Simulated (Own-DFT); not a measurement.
Simulation results for Si12O23 (quartz with two neutral oxygen vacancies, atoms displaced)

Computed with Own-DFT development build. A calculation, not a measurement: plane-wave PBE and HSE06 DFT by an unreviewed code, no spin, of a simulated cell at Gamma alone, so results move with cell size and shape, stress positive in tension, energies less offsets, not probed for a lower state with spin; oxygen file: force components 24 meV/angstrom off all-electron in a glass; k mesh not checked against a denser one; forces and stress are PBE's, HSE06 gives the energy alone, and its difference from PBE has offsets of its own; offsets are fitted by least squares, one for each functional and potential file, so energies compare only between cells with the same atoms and settings and are not formation energies; the far tail of each file's local potential was reset to the Coulomb form; each entry is a single point on an unrelaxed cell, so the pressure reflects the starting lattice, mostly measured values (interpolated for alloys), from which strain is counted, and rises with the displacements; printed positions are rounded, which can move forces by about a meV/angstrom; the program, named Own-DFT, is a retired in-house code; no spin-orbit coupling.

### Si12O23 (quartz with two neutral oxygen vacancies, atoms displaced)

```
CELL_PARAMETERS angstrom
9.82680 0.00000 0.00000
-4.91340 8.51030 0.00000
0.00000 0.00000 10.81040
ATOMIC_POSITIONS crystal
Si 0.23301 0.99807 0.00097
Si 0.99421 0.23166 0.33674
Si 0.26122 0.26092 0.16516
O 0.21148 0.13698 0.05991
O 0.42487 0.28702 0.22453
O 0.36683 0.07363 0.39035
O 0.07607 0.36294 0.44111
O 0.12946 0.20697 0.27350
O 0.29321 0.43159 0.11090
Si 0.23441 0.00060 0.50291
Si 0.00025 0.23238 0.83187
Si 0.26439 0.26676 0.67368
O 0.20641 0.13283 0.56096
O 0.42501 0.28992 0.73140
O 0.37073 0.07675 0.89067
O 0.07659 0.37151 0.94414
O 0.13369 0.20613 0.77756
O 0.28631 0.42746 0.60442
Si 0.23589 0.49963 0.00089
Si 0.99803 0.73628 0.33002
Si 0.27064 0.76645 0.16820
O 0.20841 0.63519 0.05997
O 0.43182 0.80023 0.22857
O 0.36568 0.57211 0.39369
O 0.07363 0.86435 0.43756
O 0.13264 0.70990 0.27264
O 0.29465 0.93267 0.11138
Si 0.22963 0.49256 0.50228
Si 0.99882 0.73145 0.83344
Si 0.26420 0.76142 0.66966
O 0.20877 0.63605 0.55932
O 0.42240 0.78652 0.72254
O 0.36200 0.56910 0.89320
O 0.07376 0.86362 0.94034
O 0.12836 0.70579 0.77803
O 0.29384 0.92844 0.60884
Si 0.73917 0.99675 0.99941
Si 0.49277 0.23606 0.33029
Si 0.76001 0.25923 0.16528
O 0.70316 0.12894 0.05684
O 0.93209 0.29772 0.22771
O 0.86720 0.07500 0.38907
O 0.57415 0.36835 0.43587
O 0.63087 0.19953 0.27480
O 0.79413 0.42829 0.10838
Si 0.74097 0.00698 0.49452
Si 0.50207 0.23715 0.82874
Si 0.76204 0.26515 0.66340
O 0.71174 0.13757 0.55849
O 0.85742 0.06957 0.89263
O 0.57302 0.36719 0.94017
O 0.63129 0.20711 0.77198
Si 0.73861 0.50640 0.99991
Si 0.49966 0.73222 0.32571
Si 0.75980 0.75754 0.16667
O 0.70456 0.63458 0.05954
O 0.92424 0.79102 0.22373
O 0.86537 0.57521 0.39091
O 0.56739 0.86480 0.44148
O 0.63536 0.70276 0.27440
O 0.79586 0.93035 0.10998
Si 0.72992 0.49546 0.50562
Si 0.50026 0.73568 0.83667
Si 0.76936 0.77069 0.66761
O 0.70589 0.63268 0.56090
O 0.92297 0.79171 0.72800
O 0.86229 0.56681 0.89386
O 0.57713 0.86921 0.94197
O 0.62377 0.69617 0.77110
O 0.79759 0.93030 0.60207
```

```
first functional                 : PBE
second functional                : HSE06
exact exchange share             : 0.25
screening                        : 0.11 1/bohr
exchange divergence              : Gygi-Baldereschi
potential files                  : PseudoDojo norm-conserving, scalar-relativistic, made for PBE, standard set
wave cutoff                      : 48 hartree
occupations                      : fixed
k mesh                           : 1 x 1 x 1 centred on Gamma
PBE energy of cell above offsets : -21.239 eV
HSE06 less PBE above offsets     : 0.095 eV
PBE pressure                     : 6.93 GPa
PBE stress xx                    : -8.48 GPa
PBE stress yy                    : -4.87 GPa
PBE stress zz                    : -7.43 GPa
PBE stress yz                    : -0.6 GPa
PBE stress xz                    : 0.19 GPa
PBE stress xy                    : -0.4 GPa
```

Force:
```csv
element,x (eV/Å),y (eV/Å),z (eV/Å)
Si,1.676,1.047,-0.903
Si,1.712,3.109,-2.778
Si,-0.752,2.251,1.761
O,-0.529,-1.368,-1.716
O,-2.285,1.293,-2.491
O,-0.954,-1.114,1.301
O,-1.642,-1.055,0.076
O,0.943,-0.34,-0.275
O,1.057,-1.009,0.782
Si,0.729,-0.794,-1.943
Si,-4.24,1.573,0.613
Si,0.628,0.181,-3.034
O,-0.942,1.629,1.351
O,-2.482,1.567,-2.875
O,-1.131,-1.635,1.216
O,-1.45,-2.947,-1.92
O,0.984,-0.746,0.229
O,3.244,-2.785,4.337
Si,-0.126,0.943,1.257
Si,0.539,-0.654,0.808
Si,-2.322,0.326,-0.367
O,-0.048,0.531,0.082
O,-0.233,0.546,-1.437
O,-0.042,-0.05,-0.331
O,-0.08,1.241,1.105
O,1.395,-0.208,-0.659
O,0.528,-0.652,0.127
Si,-0.814,4.445,-2.828
Si,-2.276,0.067,1.182
Si,-2.122,0.706,-1.186
O,-0.37,-1.013,-0.395
O,2.217,0.466,1.967
O,1.099,1.133,-1.067
O,-0.68,-0.039,0.171
O,3.097,-0.465,-1.777
O,0.449,-0.784,0.89
Si,-2.008,0.709,2.484
Si,3.977,-1.102,1.544
Si,0.841,1.092,0.529
O,0.087,0.219,0.15
O,-1.704,-0.262,-0.865
O,-0.29,-2.582,0.43
O,-0.925,-0.16,0.156
O,-0.889,0.264,0.232
O,-0.176,-0.086,-0.058
Si,-2.226,-3.24,0.819
Si,0.683,-0.232,4.213
Si,1.147,3.236,0.997
O,-0.054,-1.035,-1.213
O,2.793,1.562,-2.533
O,0.184,0.495,0.043
O,1.457,-0.505,-0.703
Si,-0.884,-3.46,1.176
Si,0.12,-0.217,4.396
Si,0.576,3.081,0.008
O,-0.506,-0.582,-1.247
O,-0.239,0.515,-0.714
O,-0.727,-1.229,1.3
O,1.282,0.63,-0.512
O,-0.666,-0.571,0.58
O,0.848,-1.447,0.931
Si,2.761,-0.55,-0.516
Si,-0.598,-0.668,-0.894
Si,-2.552,-1.476,-0.829
O,-0.421,0.791,0.728
O,1.674,0.423,0.868
O,1.49,1.675,-1.953
O,-1.141,-1.693,-0.744
O,1.055,0.876,-0.47
O,0.254,0.13,0.394
```
